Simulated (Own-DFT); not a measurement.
# Computed records: InGa3As4 (zincblende random alloy, strained, atoms displaced)

Computed with Own-DFT development build. A calculation, not a measurement: plane-wave PBE density functional theory by an unreviewed code, no spin, of a simulated periodic cell, stress positive in tension, free energy of the whole cell less one offset for each atom, forces on such cells passed a denser k mesh, this cell's mesh not checked; offsets are fitted by least squares, one for each functional and potential file, so energies compare only between cells with the same atoms and settings and are not formation energies; the far tail of each file's local potential was reset to the Coulomb form; each entry is a single point on an unrelaxed cell, so the pressure reflects the starting lattice, mostly measured values, from which strain is counted, and rises with the displacements; printed positions are rounded, which can move forces by about a meV/angstrom; the program is a retired in-house code; no spin-orbit coupling; before rounding, a Quantum ESPRESSO 7.3.1 run of the same cell and cutoff gave forces within 1 meV/angstrom rms on each cell, which checks the program and not the settings.

Settings shared by all entries: functional PBE; potential files PseudoDojo norm-conserving, scalar-relativistic, standard set; wave cutoff 42 hartree; occupations Fermi-Dirac; smearing width 0.1 eV; k mesh 3 x 3 x 3 centred on Gamma.

```yaml
- entry: 1
  formula: InGa3As4
  kind: "zincblende random alloy, strained, atoms displaced"
  structure:
    cell_angstrom:
      - [11.6566, -0.0709, -0.1691]
      - [-0.0709, 11.4929, -0.0287]
      - [-0.1691, -0.0287, 11.3492]
    atoms_fractional:
      - [Ga, 0.9964, 0.99808, 0.99717]
      - [In, 0.0003, 0.25242, 0.23906]
      - [Ga, 0.24378, 0.00023, 0.24353]
      - [Ga, 0.24663, 0.25678, 0.00055]
      - [As, 0.1262, 0.11586, 0.116]
      - [As, 0.12586, 0.37863, 0.37095]
      - [As, 0.38082, 0.11448, 0.37126]
      - [As, 0.37584, 0.37549, 0.12481]
      - [Ga, 0.99926, 0.99978, 0.49404]
      - [Ga, 0.9999, 0.25014, 0.75446]
      - [Ga, 0.25029, 8.0e-05, 0.74462]
      - [Ga, 0.24876, 0.24639, 0.4966]
      - [As, 0.12394, 0.12462, 0.62591]
      - [As, 0.12318, 0.38052, 0.87305]
      - [As, 0.37832, 0.12562, 0.87735]
      - [As, 0.37896, 0.37311, 0.62086]
      - [In, 0.99609, 0.49898, 0.00354]
      - [Ga, 0.99252, 0.74798, 0.24886]
      - [In, 0.25117, 0.50533, 0.24828]
      - [In, 0.24447, 0.74809, 0.00819]
      - [As, 0.12356, 0.62269, 0.12195]
      - [As, 0.12814, 0.87097, 0.36923]
      - [As, 0.38094, 0.62009, 0.37197]
      - [As, 0.37652, 0.87849, 0.12732]
      - [Ga, 0.00388, 0.50445, 0.50521]
      - [Ga, 0.99975, 0.74911, 0.75302]
      - [Ga, 0.25293, 0.50464, 0.75161]
      - [In, 0.2531, 0.75258, 0.49303]
      - [As, 0.12059, 0.63108, 0.61927]
      - [As, 0.13181, 0.87495, 0.87552]
      - [As, 0.37689, 0.6282, 0.87114]
      - [As, 0.37293, 0.87845, 0.62063]
      - [In, 0.50378, 0.99888, 0.00484]
      - [Ga, 0.50312, 0.24519, 0.25435]
      - [Ga, 0.75182, 0.0006, 0.25106]
      - [Ga, 0.75723, 0.25325, 0.0039]
      - [As, 0.62005, 0.13159, 0.1286]
      - [As, 0.62008, 0.37271, 0.36947]
      - [As, 0.87596, 0.12506, 0.3789]
      - [As, 0.87694, 0.36776, 0.12327]
      - [Ga, 0.50124, 0.9999, 0.49372]
      - [Ga, 0.49793, 0.24876, 0.74132]
      - [In, 0.75562, 0.99433, 0.75222]
      - [Ga, 0.75455, 0.25197, 0.50298]
      - [As, 0.62459, 0.12418, 0.61513]
      - [As, 0.61745, 0.37612, 0.87251]
      - [As, 0.87946, 0.12754, 0.88314]
      - [As, 0.86502, 0.37968, 0.63097]
      - [Ga, 0.49647, 0.50045, 0.0047]
      - [In, 0.49261, 0.75717, 0.24383]
      - [Ga, 0.75185, 0.502, 0.24764]
      - [Ga, 0.75066, 0.74945, 0.00036]
      - [As, 0.62772, 0.62084, 0.12309]
      - [As, 0.63405, 0.87951, 0.37792]
      - [As, 0.87429, 0.62774, 0.37551]
      - [As, 0.87524, 0.87623, 0.12794]
      - [Ga, 0.49393, 0.50365, 0.50486]
      - [Ga, 0.50293, 0.75416, 0.74724]
      - [Ga, 0.74683, 0.49523, 0.75714]
      - [Ga, 0.74502, 0.74499, 0.49593]
      - [As, 0.62391, 0.62158, 0.62889]
      - [As, 0.62256, 0.87609, 0.88334]
      - [As, 0.87558, 0.62716, 0.87031]
      - [As, 0.8737, 0.87124, 0.62274]
  results:
    "free_energy_of_cell_above_offsets [eV]": "-22.376"
    "pressure [GPa]": 4.88
    "stress_xx [GPa]": -4.15
    "stress_yy [GPa]": -4.99
    "stress_zz [GPa]": -5.49
    "stress_yz [GPa]": 0.01
    "stress_xz [GPa]": -2.53
    "stress_xy [GPa]": -0.89
    force_element: [Ga, In, Ga, Ga, As, As, As, As, Ga, Ga, Ga, Ga, As, As, As, As, In, Ga, In, In, As, As, As, As, Ga, Ga, Ga, In, As, As, As, As, In, Ga, Ga, Ga, As, As, As, As, Ga, Ga, In, Ga, As, As, As, As, Ga, In, Ga, Ga, As, As, As, As, Ga, Ga, Ga, Ga, As, As, As, As]
    "force_x [eV/angstrom]": [0.386, 1.135, 0.529, 0.242, 0.45, -0.154, -1.135, 0.606, 0.257, -0.146, 0.257, 0.222, -0.207, 0.935, -1.124, -1.032, -0.431, 0.659, -0.127, 1.181, -1.337, -1.613, 0.824, -2.123, -0.795, 0.199, -0.316, 0.224, 0.328, -1.469, 0.603, 1.482, -0.602, -0.843, -0.16, -1.563, 2.082, 0.873, -0.339, -2.32, 0.289, 0.337, -0.755, -0.703, -0.166, 0.429, 0.124, 1.304, 0.097, 2.174, -0.156, 0.006, 0.302, -0.349, 0.061, -0.193, 0.765, -0.208, -0.322, 0.147, 0.202, 0.753, -0.902, 1.124]
    "force_y [eV/angstrom]": [-0.764, -2.012, -0.322, -0.615, 0.655, -0.155, 0.962, -0.829, -0.527, 0.055, 0.207, -0.057, 0.197, -0.572, 0.973, 0.299, -0.297, -0.07, -1.03, -0.019, 1.138, 1.475, 0.603, 1.593, -0.89, 0.348, -0.396, -1.27, -0.392, 1.063, -0.12, 0.942, 0.294, 0.121, 0.421, -0.544, 0.58, 0.887, 0.095, 2.049, -0.616, -0.586, 0.521, -0.144, 0.603, -0.355, 0.725, -0.106, -0.152, -1.34, -0.7, -0.292, 0.289, 0.089, -0.467, 0.148, -0.634, -0.08, 0.371, -0.072, 0.423, -1.549, 0.606, -0.755]
    "force_z [eV/angstrom]": [-0.112, 1.428, 0.423, -0.49, -0.232, 1.792, -0.243, -0.125, 0.375, -0.458, 0.505, -0.159, -0.209, -0.564, -1.027, 0.215, -0.983, -0.051, -0.275, -0.945, 1.759, -1.02, 1.276, -0.254, -0.555, -0.438, -0.762, 0.034, 1.544, -1.027, 0.187, 1.113, -0.303, -0.335, -0.088, -0.834, 0.643, 1.011, -0.063, -0.001, 0.448, 0.305, -0.142, -0.633, 0.498, 0.657, 0.003, -0.172, -0.76, 1.316, 0.199, -0.107, -0.301, 0.012, 0.128, -0.383, -0.421, -0.004, -0.05, 0.561, -0.157, -0.876, -0.032, -0.841]
- entry: 2
  formula: InGa3As4
  kind: "zincblende random alloy, strained, atoms displaced"
  structure:
    cell_angstrom:
      - [11.3037, -0.2008, -0.2094]
      - [-0.2008, 11.472, 0.2266]
      - [-0.2094, 0.2266, 11.415]
    atoms_fractional:
      - [Ga, 0.99863, 0.99846, 0.00027]
      - [Ga, 0.99447, 0.24991, 0.24863]
      - [Ga, 0.24909, 0.99772, 0.24431]
      - [Ga, 0.2488, 0.24642, 0.99635]
      - [As, 0.1172, 0.12183, 0.12469]
      - [As, 0.12645, 0.37495, 0.37063]
      - [As, 0.37889, 0.12107, 0.38056]
      - [As, 0.37231, 0.37429, 0.12591]
      - [Ga, 0.00357, 0.99547, 0.50307]
      - [In, 0.99533, 0.24346, 0.75265]
      - [In, 0.2548, 0.00144, 0.7508]
      - [Ga, 0.25509, 0.25387, 0.49409]
      - [As, 0.12197, 0.12499, 0.62888]
      - [As, 0.12436, 0.3756, 0.87516]
      - [As, 0.37753, 0.13047, 0.8751]
      - [As, 0.37929, 0.3708, 0.63149]
      - [In, 0.99945, 0.50036, 0.99644]
      - [Ga, 0.00714, 0.75081, 0.25023]
      - [Ga, 0.24216, 0.50803, 0.2465]
      - [Ga, 0.25244, 0.75087, 0.99174]
      - [As, 0.12127, 0.6232, 0.12191]
      - [As, 0.12423, 0.86917, 0.3759]
      - [As, 0.38214, 0.62421, 0.37353]
      - [As, 0.36749, 0.87501, 0.13121]
      - [Ga, 0.0031, 0.49829, 0.4971]
      - [Ga, 3.0e-05, 0.74693, 0.75056]
      - [Ga, 0.24563, 0.5047, 0.75038]
      - [Ga, 0.25527, 0.74055, 0.5045]
      - [As, 0.12762, 0.62076, 0.62407]
      - [As, 0.1253, 0.87749, 0.87779]
      - [As, 0.37536, 0.62236, 0.87474]
      - [As, 0.37214, 0.87461, 0.62772]
      - [In, 0.5031, 0.99874, 0.00054]
      - [Ga, 0.5002, 0.24987, 0.2503]
      - [In, 0.74919, 0.99842, 0.24466]
      - [Ga, 0.76656, 0.24652, 0.99636]
      - [As, 0.6137, 0.12651, 0.11762]
      - [As, 0.63204, 0.37356, 0.37595]
      - [As, 0.87329, 0.12765, 0.37428]
      - [As, 0.87037, 0.38239, 0.12121]
      - [Ga, 0.51035, 0.99553, 0.50152]
      - [In, 0.49716, 0.24846, 0.74739]
      - [Ga, 0.74151, 0.99761, 0.75228]
      - [Ga, 0.74909, 0.24837, 0.49872]
      - [As, 0.62287, 0.12605, 0.62432]
      - [As, 0.616, 0.3817, 0.88025]
      - [As, 0.87452, 0.12188, 0.87176]
      - [As, 0.87794, 0.37616, 0.63297]
      - [Ga, 0.50252, 0.50237, 0.00042]
      - [Ga, 0.49782, 0.75481, 0.25495]
      - [Ga, 0.74694, 0.49886, 0.2555]
      - [Ga, 0.7536, 0.74665, 0.00083]
      - [As, 0.63584, 0.62511, 0.12781]
      - [As, 0.61975, 0.87298, 0.37845]
      - [As, 0.87599, 0.62488, 0.37613]
      - [As, 0.87295, 0.87451, 0.11756]
      - [In, 0.50632, 0.50594, 0.50236]
      - [Ga, 0.49102, 0.74899, 0.74558]
      - [In, 0.74384, 0.50035, 0.75752]
      - [Ga, 0.74074, 0.74735, 0.49677]
      - [As, 0.62389, 0.62686, 0.61745]
      - [As, 0.62842, 0.87071, 0.87574]
      - [As, 0.8782, 0.62083, 0.88056]
      - [As, 0.87451, 0.88031, 0.61863]
  results:
    "free_energy_of_cell_above_offsets [eV]": "-19.134"
    "pressure [GPa]": 7.55
    "stress_xx [GPa]": -7.79
    "stress_yy [GPa]": -7.38
    "stress_zz [GPa]": -7.47
    "stress_yz [GPa]": 2.92
    "stress_xz [GPa]": -2.82
    "stress_xy [GPa]": -2.45
    force_element: [Ga, Ga, Ga, Ga, As, As, As, As, Ga, In, In, Ga, As, As, As, As, In, Ga, Ga, Ga, As, As, As, As, Ga, Ga, Ga, Ga, As, As, As, As, In, Ga, In, Ga, As, As, As, As, Ga, In, Ga, Ga, As, As, As, As, Ga, Ga, Ga, Ga, As, As, As, As, In, Ga, In, Ga, As, As, As, As]
    "force_x [eV/angstrom]": [0.163, 0.207, -0.145, 0.124, 0.384, -0.382, -0.37, -0.246, 0.315, 1.71, 0.03, -0.098, 0.211, 1.198, -1.484, -3.068, 1.543, -0.727, 1.101, -0.002, 1.024, 0.632, -2.15, -0.176, -0.113, -0.024, 0.732, 0.186, -0.85, -1.232, -0.192, 0.647, -0.954, 0.076, -0.091, -1.488, 2.02, -0.797, 0.672, -0.881, -0.8, 2.24, 0.83, 0.989, 0.773, 0.21, -1.7, -1.22, -0.077, 0.248, 0.975, 0.339, -1.543, -0.135, -0.18, 0.812, -0.772, 1.118, 0.73, 1.484, 0.811, -0.477, -1.289, -0.87]
    "force_y [eV/angstrom]": [-0.271, 0.264, 0.218, 0.082, 0.665, 0.176, 0.057, 0.457, 0.6, 0.398, -0.294, -0.519, 0.525, 0.035, 0.018, 2.194, -1.631, -0.426, -0.67, -0.417, 2.119, 0.663, 0.824, -0.775, -0.513, 0.311, -1.132, 0.401, 0.588, -0.738, 0.394, -0.184, -1.919, -0.087, -0.017, 0.141, 2.939, -0.48, 0.227, -1.326, -0.179, -0.626, -0.02, 0.017, -0.503, -1.334, -1.682, 0.869, -0.146, -0.461, -0.077, -0.248, 0.425, 0.046, 0.357, -0.632, -2.886, -0.25, 0.035, 0.295, 2.632, -0.923, 3.313, -0.92]
    "force_z [eV/angstrom]": [-0.44, -0.386, 0.826, 0.336, 0.181, 0.213, -0.433, 0.11, -0.901, -0.817, -0.262, 0.535, -2.067, 0.138, 1.779, -1.651, 0.165, -0.665, 0.189, 0.7, 0.836, 0.619, -0.892, -0.18, 0.045, -0.307, 0.06, -0.812, 0.096, 0.473, 0.239, -1.239, -1.227, -0.039, -0.307, 0.153, 1.549, -0.261, 1.22, 1.767, 0.073, 0.488, -0.72, 0.36, -0.246, 1.755, 1.732, -2.101, 0.722, -0.903, -0.374, -0.589, 0.154, 0.278, -0.017, 0.526, -1.183, 0.174, -1.318, -0.121, 2.62, -0.414, -1.234, 0.995]
- entry: 3
  formula: InGa3As4
  kind: "zincblende random alloy, strained, atoms displaced"
  structure:
    cell_angstrom:
      - [11.3596, -0.1895, -0.0447]
      - [-0.1895, 11.4687, 0.0803]
      - [-0.0447, 0.0803, 11.2999]
    atoms_fractional:
      - [Ga, 0.99457, 0.99587, 0.99866]
      - [In, 0.9986, 0.25073, 0.24928]
      - [Ga, 0.24248, 0.99661, 0.25189]
      - [In, 0.25124, 0.25365, 0.99062]
      - [As, 0.12196, 0.12896, 0.1314]
      - [As, 0.12451, 0.36855, 0.37413]
      - [As, 0.37193, 0.12665, 0.37193]
      - [As, 0.3838, 0.3746, 0.13215]
      - [Ga, 0.00283, 0.00269, 0.50516]
      - [In, 0.99934, 0.2478, 0.75138]
      - [In, 0.24673, 0.99986, 0.7547]
      - [Ga, 0.24696, 0.25429, 0.49855]
      - [As, 0.12323, 0.12809, 0.62923]
      - [As, 0.12717, 0.37948, 0.88342]
      - [As, 0.37162, 0.12939, 0.8689]
      - [As, 0.36939, 0.37844, 0.62416]
      - [Ga, 0.00151, 0.49599, 0.00183]
      - [Ga, 0.99611, 0.75239, 0.24791]
      - [Ga, 0.25495, 0.49944, 0.25106]
      - [Ga, 0.24875, 0.74824, 0.00054]
      - [As, 0.1294, 0.62413, 0.12312]
      - [As, 0.12897, 0.87755, 0.37403]
      - [As, 0.37473, 0.62385, 0.38179]
      - [As, 0.37556, 0.87184, 0.12503]
      - [In, 0.99731, 0.50469, 0.49611]
      - [In, 0.00575, 0.75686, 0.75165]
      - [In, 0.25178, 0.50435, 0.74727]
      - [Ga, 0.24801, 0.75472, 0.49294]
      - [As, 0.12398, 0.62522, 0.62329]
      - [As, 0.11754, 0.87922, 0.87116]
      - [As, 0.38356, 0.62418, 0.88054]
      - [As, 0.37947, 0.87287, 0.62833]
      - [Ga, 0.49675, 0.9972, 0.99935]
      - [Ga, 0.50365, 0.24941, 0.2574]
      - [Ga, 0.75275, 0.99696, 0.25429]
      - [Ga, 0.74845, 0.24491, 0.00071]
      - [As, 0.62522, 0.11846, 0.12789]
      - [As, 0.61944, 0.37776, 0.37501]
      - [As, 0.87433, 0.13142, 0.36942]
      - [As, 0.87503, 0.3762, 0.12516]
      - [Ga, 0.50167, 0.00258, 0.49967]
      - [Ga, 0.49839, 0.24555, 0.74066]
      - [Ga, 0.75762, 0.99538, 0.75943]
      - [Ga, 0.75478, 0.24589, 0.49974]
      - [As, 0.62608, 0.12673, 0.62849]
      - [As, 0.6299, 0.37559, 0.88147]
      - [As, 0.87368, 0.11803, 0.87131]
      - [As, 0.87398, 0.37804, 0.63322]
      - [Ga, 0.50173, 0.50273, 0.99967]
      - [Ga, 0.49942, 0.75066, 0.24594]
      - [Ga, 0.74349, 0.49915, 0.25739]
      - [Ga, 0.7574, 0.75413, 0.99637]
      - [As, 0.62821, 0.6177, 0.12387]
      - [As, 0.61952, 0.87992, 0.37598]
      - [As, 0.87589, 0.62353, 0.3758]
      - [As, 0.87652, 0.88103, 0.12531]
      - [Ga, 0.50697, 0.49994, 0.49725]
      - [Ga, 0.50193, 0.75059, 0.74819]
      - [In, 0.75385, 0.49707, 0.75788]
      - [Ga, 0.75303, 0.7509, 0.5022]
      - [As, 0.62813, 0.63189, 0.62663]
      - [As, 0.62643, 0.8723, 0.87553]
      - [As, 0.87732, 0.62108, 0.87604]
      - [As, 0.88043, 0.87508, 0.62114]
  results:
    "free_energy_of_cell_above_offsets [eV]": "-19.828"
    "pressure [GPa]": 7.76
    "stress_xx [GPa]": -7.89
    "stress_yy [GPa]": -7.44
    "stress_zz [GPa]": -7.95
    "stress_yz [GPa]": 1.02
    "stress_xz [GPa]": -0.57
    "stress_xy [GPa]": -2.35
    force_element: [Ga, In, Ga, In, As, As, As, As, Ga, In, In, Ga, As, As, As, As, Ga, Ga, Ga, Ga, As, As, As, As, In, In, In, Ga, As, As, As, As, Ga, Ga, Ga, Ga, As, As, As, As, Ga, Ga, Ga, Ga, As, As, As, As, Ga, Ga, Ga, Ga, As, As, As, As, Ga, Ga, In, Ga, As, As, As, As]
    "force_x [eV/angstrom]": [0.92, 0.178, 1.069, 0.845, 0.632, 1.46, -0.196, -0.017, -0.046, 0.407, 0.859, 0.39, 0.554, -1.792, 2.448, 1.625, -0.074, 0.591, -0.009, 0.275, -0.678, -1.438, 0.141, -0.702, 0.843, -1.143, 0.066, 0.593, 0.833, 1.055, -0.131, -0.19, 0.156, -0.064, -0.294, 0.23, -0.148, 0.888, -1.218, -1.445, -0.332, 0.247, -0.933, -0.379, 0.508, -2.217, -0.478, -0.446, 0.285, 0.328, 0.719, -0.31, 0.191, 0.548, -1.765, -0.52, -0.533, 0.121, -0.985, -0.238, -0.592, -0.244, 0.972, -1.423]
    "force_y [eV/angstrom]": [0.961, 0.568, 0.739, -0.608, -2.147, 1.6, -0.307, 0.524, 0.362, 0.83, -0.304, -0.615, -0.063, 1.17, -0.22, -1.056, 0.557, -0.24, -0.189, 0.372, -0.138, -0.356, 0.377, 0.437, -1.64, -2.162, 0.188, -0.501, 1.641, 0.277, 1.204, -0.157, 0.367, -0.464, 0.184, -0.078, 0.346, -0.742, -2.139, 0.776, 0.259, 0.999, -0.493, 0.664, -0.663, -1.655, 0.152, -1.082, -0.898, -0.698, 0.076, -0.769, 1.37, -0.742, 1.747, -0.719, 0.409, -0.223, 0.584, 0.299, -0.352, 0.187, 1.261, 0.936]
    "force_z [eV/angstrom]": [0.066, -1.078, -1.057, 1.964, -1.326, 0.65, 0.747, 0.063, -1.006, 0.232, -1.628, -0.017, -1.859, -0.631, 0.823, -0.903, 0.059, -0.204, -0.027, -0.631, 0.742, 0.6, -0.467, 0.13, 0.198, -1.335, 0.477, 0.765, -0.458, 4.071, 0.204, -0.823, -0.367, -0.947, -0.257, 0.072, 0.187, 0.955, 2.245, -0.477, 0.082, 0.456, -1.592, 0.148, -0.08, 0.694, 2.144, -1.732, 0.297, 0.231, -0.884, 0.385, 0.242, 0.137, -1.35, 0.545, 0.66, 0.092, -1.344, -0.787, -0.254, 0.255, 2.101, -0.2]
```
